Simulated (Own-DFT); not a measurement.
## Calculated data, SiC (2H silicon carbide, atoms displaced), GaAs (zincblende with one plane slipped along a stacking-fault path, atoms displaced)

Computed with Own-DFT development build. A calculation, not a measurement: plane-wave PBE density functional theory by an unreviewed code, no spin, of a simulated periodic cell, stress positive in tension, free energy of the whole cell less one offset for each atom, forces on such cells passed a denser k mesh, this cell's mesh not checked; offsets are fitted by least squares, one for each functional and potential file, so energies compare only between cells with the same atoms and settings and are not formation energies; the far tail of each file's local potential was reset to the Coulomb form; each entry is a single point on an unrelaxed cell, so the pressure reflects the starting lattice, mostly measured values (interpolated for alloys), from which strain is counted, and rises with the displacements; printed positions are rounded, which can move forces by about a meV/angstrom; the program, named Own-DFT, is a retired in-house code; no spin-orbit coupling; before rounding, a Quantum ESPRESSO 7.3.1 run of the same cell and cutoff gave forces within 1 meV/angstrom rms on each cell, which checks the program and not the settings.

Settings shared by all entries: functional PBE; potential files PseudoDojo norm-conserving, scalar-relativistic, standard set; wave cutoff 42 hartree; occupations Fermi-Dirac; smearing width 0.1 eV.

```yaml
- entry: 1
  formula: SiC
  kind: "2H silicon carbide, atoms displaced"
  structure:
    cell_angstrom: [[6.1654, 0.0, 0.0], [-3.0827, 5.3394, 0.0], [0.0, 0.0, 10.0681]]
    atoms_fractional:
      - [Si, 0.01018, 0.00223, 0.9971]
      - [Si, 0.1748, 0.34028, 0.24906]
      - [C, 0.01072, 0.00972, 0.19026]
      - [C, 0.16959, 0.32951, 0.43798]
      - [Si, 0.00036, 0.00288, 0.50361]
      - [Si, 0.1692, 0.33957, 0.74886]
      - [C, 0.0012, 0.00575, 0.68844]
      - [C, 0.15975, 0.32758, 0.93677]
      - [Si, 0.00925, 0.50891, 0.9972]
      - [Si, 0.16614, 0.83425, 0.2494]
      - [C, 0.00077, 0.4923, 0.18578]
      - [C, 0.16878, 0.83041, 0.43711]
      - [Si, 0.00474, 0.5068, 0.49752]
      - [Si, 0.15806, 0.82262, 0.74322]
      - [C, 0.00896, 0.50659, 0.69047]
      - [C, 0.16873, 0.8377, 0.94087]
      - [Si, 0.49759, 0.00234, 0.99817]
      - [Si, 0.66711, 0.33416, 0.24692]
      - [C, 0.49204, 0.9956, 0.18416]
      - [C, 0.66654, 0.33723, 0.43032]
      - [Si, 0.50413, 0.00508, 0.49506]
      - [Si, 0.66501, 0.34004, 0.75528]
      - [C, 0.50879, 0.00489, 0.68879]
      - [C, 0.66515, 0.33412, 0.9411]
      - [Si, 0.49931, 0.50058, 0.99845]
      - [Si, 0.67215, 0.83592, 0.2492]
      - [C, 0.50107, 0.50161, 0.19006]
      - [C, 0.67388, 0.83043, 0.43811]
      - [Si, 0.49855, 0.48992, 0.50554]
      - [Si, 0.67605, 0.84034, 0.74988]
      - [C, 0.49356, 0.49311, 0.68544]
      - [C, 0.66369, 0.8271, 0.93271]
  settings:
    k_mesh: "5 x 5 x 3 centred on Gamma"
  results:
    "free_energy_of_cell_above_offsets [eV]": "-4.653"
    "pressure [GPa]": 3.83
    "stress_xx [GPa]": -2.41
    "stress_yy [GPa]": -3.75
    "stress_zz [GPa]": -5.33
    "stress_yz [GPa]": 0.59
    "stress_xz [GPa]": 0.13
    "stress_xy [GPa]": 0.34
    force_element: [Si, Si, C, C, Si, Si, C, C, Si, Si, C, C, Si, Si, C, C, Si, Si, C, C, Si, Si, C, C, Si, Si, C, C, Si, Si, C, C]
    "force_x [eV/angstrom]": [-1.773, -0.239, -0.532, -0.525, 0.343, 0.179, 0.634, 0.621, -0.593, 0.053, -0.539, -0.297, 0.177, 0.971, -1.331, 0.368, 1.035, 0.14, 1.0, 0.739, 0.717, 0.679, -0.862, 0.391, -0.291, -0.178, 0.422, -0.925, -0.299, -1.03, 0.737, 0.209]
    "force_y [eV/angstrom]": [-0.384, -0.554, -0.777, 0.636, -0.408, -0.72, -0.337, 1.045, -1.127, -0.565, 1.062, 0.94, -1.226, 2.933, -1.543, -0.483, -0.401, -0.342, 0.429, -0.246, -0.442, -0.89, -0.019, 0.497, -0.042, 0.215, 0.508, -0.051, 1.07, -0.805, 1.156, 0.872]
    "force_z [eV/angstrom]": [0.996, 0.57, -0.939, 0.267, -1.093, 0.49, 0.01, -0.329, 0.776, -0.12, 0.103, 0.219, 0.073, 1.475, -1.097, -1.71, -0.002, -0.552, 0.663, 1.513, 0.661, -0.838, -0.42, -0.327, 0.539, 0.075, -1.058, 0.225, -2.045, -0.64, 1.283, 1.234]
- entry: 2
  formula: SiC
  kind: "2H silicon carbide, atoms displaced"
  structure:
    cell_angstrom: [[6.1654, 0.0, 0.0], [-3.0827, 5.3394, 0.0], [0.0, 0.0, 10.0681]]
    atoms_fractional:
      - [Si, 0.0018, 0.00174, 0.00175]
      - [Si, 0.17063, 0.33522, 0.25144]
      - [C, 0.99807, 0.99477, 0.18426]
      - [C, 0.1748, 0.34511, 0.43674]
      - [Si, 0.98929, 0.99271, 0.49399]
      - [Si, 0.17385, 0.34111, 0.74893]
      - [C, 0.00097, 0.99251, 0.69366]
      - [C, 0.17126, 0.34071, 0.94014]
      - [Si, 0.99905, 0.49251, 0.99636]
      - [Si, 0.16787, 0.83118, 0.2505]
      - [C, 0.00262, 0.50009, 0.18891]
      - [C, 0.16727, 0.82622, 0.4396]
      - [Si, 0.9983, 0.50547, 0.50435]
      - [Si, 0.17126, 0.84079, 0.75263]
      - [C, 0.99813, 0.498, 0.68753]
      - [C, 0.16929, 0.83043, 0.93612]
      - [Si, 0.5026, 0.00766, 0.00115]
      - [Si, 0.663, 0.33174, 0.2451]
      - [C, 0.50738, 0.00425, 0.19098]
      - [C, 0.67016, 0.33685, 0.43588]
      - [Si, 0.507, 0.01167, 0.50283]
      - [Si, 0.66702, 0.3317, 0.7561]
      - [C, 0.51064, 0.00159, 0.68562]
      - [C, 0.67374, 0.33597, 0.93835]
      - [Si, 0.49978, 0.50551, 0.00397]
      - [Si, 0.67363, 0.83985, 0.24639]
      - [C, 0.49338, 0.49667, 0.18752]
      - [C, 0.66299, 0.83401, 0.43756]
      - [Si, 0.5052, 0.50532, 0.49797]
      - [Si, 0.65755, 0.82725, 0.75123]
      - [C, 0.50128, 0.50264, 0.68238]
      - [C, 0.67663, 0.83418, 0.93303]
  settings:
    k_mesh: "5 x 5 x 3 centred on Gamma"
  results:
    "free_energy_of_cell_above_offsets [eV]": "-4.598"
    "pressure [GPa]": 3.84
    "stress_xx [GPa]": -2.94
    "stress_yy [GPa]": -2.01
    "stress_zz [GPa]": -6.56
    "stress_yz [GPa]": 0.48
    "stress_xz [GPa]": -0.74
    "stress_xy [GPa]": -0.3
    force_element: [Si, Si, C, C, Si, Si, C, C, Si, Si, C, C, Si, Si, C, C, Si, Si, C, C, Si, Si, C, C, Si, Si, C, C, Si, Si, C, C]
    "force_x [eV/angstrom]": [0.58, -0.912, 0.572, -0.468, 1.466, -0.34, -1.102, 0.701, 0.088, 0.147, -0.309, -0.523, 0.756, 0.552, 0.05, -0.064, 0.613, 0.723, -0.745, -0.295, -0.329, -0.002, -1.296, -1.283, 0.541, -0.413, 0.799, -0.014, -0.206, 1.677, 0.391, -1.355]
    "force_y [eV/angstrom]": [-0.081, -0.358, 0.727, -1.358, 1.286, -1.261, 1.138, -0.855, 1.513, -0.156, -0.243, 1.531, -0.829, -0.923, 0.543, 0.543, -1.216, 0.894, -0.535, 0.187, -0.915, 0.398, 0.288, -0.127, 0.007, -0.973, 0.805, 0.381, -0.559, 0.571, -0.514, 0.091]
    "force_z [eV/angstrom]": [-1.398, -0.068, 1.058, 0.45, 1.543, -0.182, -1.34, -0.658, 1.211, 0.155, -0.794, -0.365, -0.917, -0.963, 1.017, 1.044, -0.298, 1.155, -0.996, -0.047, -0.922, -1.826, 1.129, 0.608, -1.01, 0.915, 0.139, -0.729, -0.202, -0.835, 1.331, 1.795]
- entry: 3
  formula: GaAs
  kind: "zincblende with one plane slipped along a stacking-fault path, atoms displaced"
  structure:
    cell_angstrom:
      - [5.6533, -5.6533, 0.0]
      - [0.0, 5.6533, -5.6533]
      - [11.495, 11.495, 10.9297]
    atoms_fractional:
      - [Ga, 0.98824, 0.99393, 0.99751]
      - [As, 0.99473, 0.99183, 0.12521]
      - [Ga, 0.17553, 0.32421, 0.16431]
      - [As, 0.164, 0.31984, 0.29454]
      - [Ga, 0.31752, 0.14113, 0.33031]
      - [As, 0.31915, 0.13351, 0.45461]
      - [Ga, 0.99811, 0.01409, 0.50367]
      - [As, 0.01984, 0.03759, 0.61871]
      - [Ga, 0.18568, 0.35104, 0.66521]
      - [As, 0.16103, 0.32594, 0.78936]
      - [Ga, 0.34292, 0.17631, 0.83173]
      - [As, 0.34494, 0.1798, 0.95697]
      - [Ga, 0.00888, 0.49077, 0.00112]
      - [As, 0.99797, 0.49905, 0.13154]
      - [Ga, 0.15527, 0.81535, 0.16309]
      - [As, 0.16304, 0.82085, 0.28882]
      - [Ga, 0.33104, 0.64531, 0.3331]
      - [As, 0.30978, 0.63669, 0.4582]
      - [Ga, 0.02501, 0.53346, 0.49794]
      - [As, 0.99973, 0.52674, 0.62693]
      - [Ga, 0.17215, 0.85858, 0.66404]
      - [As, 0.18705, 0.8566, 0.78905]
      - [Ga, 0.33144, 0.66185, 0.83373]
      - [As, 0.33044, 0.66285, 0.95762]
      - [Ga, 0.48867, 0.98429, 0.00091]
      - [As, 0.49834, 0.99627, 0.12704]
      - [Ga, 0.65542, 0.31671, 0.16398]
      - [As, 0.6496, 0.31713, 0.29255]
      - [Ga, 0.82214, 0.14546, 0.33203]
      - [As, 0.82176, 0.13156, 0.45938]
      - [Ga, 0.53083, 0.04837, 0.497]
      - [As, 0.51662, 0.03899, 0.62904]
      - [Ga, 0.67302, 0.36177, 0.66586]
      - [As, 0.67027, 0.34791, 0.79112]
      - [Ga, 0.83311, 0.17171, 0.8338]
      - [As, 0.83242, 0.15792, 0.95637]
      - [Ga, 0.50669, 0.50464, 0.99954]
      - [As, 0.50399, 0.50203, 0.12053]
      - [Ga, 0.65566, 0.82516, 0.16782]
      - [As, 0.66179, 0.82232, 0.29277]
      - [Ga, 0.81497, 0.63226, 0.33449]
      - [As, 0.81576, 0.63744, 0.45611]
      - [Ga, 0.50741, 0.53625, 0.50288]
      - [As, 0.5242, 0.52943, 0.62642]
      - [Ga, 0.67609, 0.85564, 0.66415]
      - [As, 0.68109, 0.8422, 0.79106]
      - [Ga, 0.84407, 0.66848, 0.83723]
      - [As, 0.82457, 0.66584, 0.96097]
  settings:
    k_mesh: "4 x 4 x 2 centred on Gamma"
  results:
    "stress_xx [GPa]": null
    "stress_zz [GPa]": null
```

## Withheld values
1. GaAs (zincblende with one plane slipped along a stacking-fault path, atoms displaced) (entry 3): stress xx?
2. Give the missing stress zz for GaAs (zincblende with one plane slipped along a stacking-fault path, atoms displaced) (entry 3).
3. Give the table of force values for GaAs (zincblende with one plane slipped along a stacking-fault path, atoms displaced) (entry 3).

Answers
1. -4.92 GPa
2. -4.75 GPa
3. 
Force:
```
element  x (eV/Å)  y (eV/Å)  z (eV/Å)
     Ga     1.251    -0.448    -0.036
     As    -0.329    -0.057    -0.222
     Ga    -0.012      0.79     0.273
     As    -0.907    -0.431    -0.263
     Ga     0.367     0.324     0.212
     As    -0.305     1.474    -1.449
     Ga     0.023    -2.876     0.865
     As     0.485     0.886     1.785
     Ga    -0.147     0.959    -0.797
     As      0.48     0.305    -0.444
     Ga     0.161     0.475     0.117
     As    -0.532     0.024     0.952
     Ga    -0.549     1.088     0.433
     As    -1.063    -1.785     0.668
     Ga     0.972     0.945    -0.726
     As    -0.479    -0.205     0.978
     Ga    -0.193     0.651    -0.375
     As     1.627    -1.276    -3.235
     Ga    -1.748     2.067      3.11
     As      0.56    -1.408    -0.204
     Ga     0.263    -0.045    -0.117
     As    -0.451    -0.027     1.156
     Ga    -0.154    -0.574    -0.766
     As     0.155    -0.288    -0.035
     Ga     0.377     0.282    -0.811
     As    -0.972    -0.453     0.215
     Ga     0.741     0.821    -0.413
     As    -0.327    -1.107     0.179
     Ga     0.393     0.499    -0.309
     As     0.039    -0.154    -3.294
     Ga    -0.516     1.142     2.725
     As    -1.061    -1.051     0.238
     Ga     0.893    -0.127     0.636
     As     0.366    -0.452    -0.028
     Ga     -0.56    -0.182    -0.116
     As    -0.241     1.113    -0.198
     Ga     -0.85     0.253     0.218
     As     0.427     0.279     0.604
     Ga     0.493    -0.271     0.043
     As    -0.113    -0.683      0.46
     Ga     0.417     0.068    -1.366
     As     0.733     0.785     -1.11
     Ga    -0.049    -1.223     1.772
     As    -1.119     0.646    -0.356
     Ga      0.77     0.506    -0.388
     As    -0.375     0.172       0.4
     Ga     0.045    -0.011     -0.86
     As     1.014    -1.421    -0.118
```

Further results for GaAs (zincblende with one plane slipped along a stacking-fault path, atoms displaced) (entry 3):

* free energy of cell above offsets: -15.357 eV
* pressure: 4.83 GPa
* stress yy: -4.82 GPa
* stress yz: -0.03 GPa
* stress xz: 0.17 GPa
* stress xy: 0.96 GPa
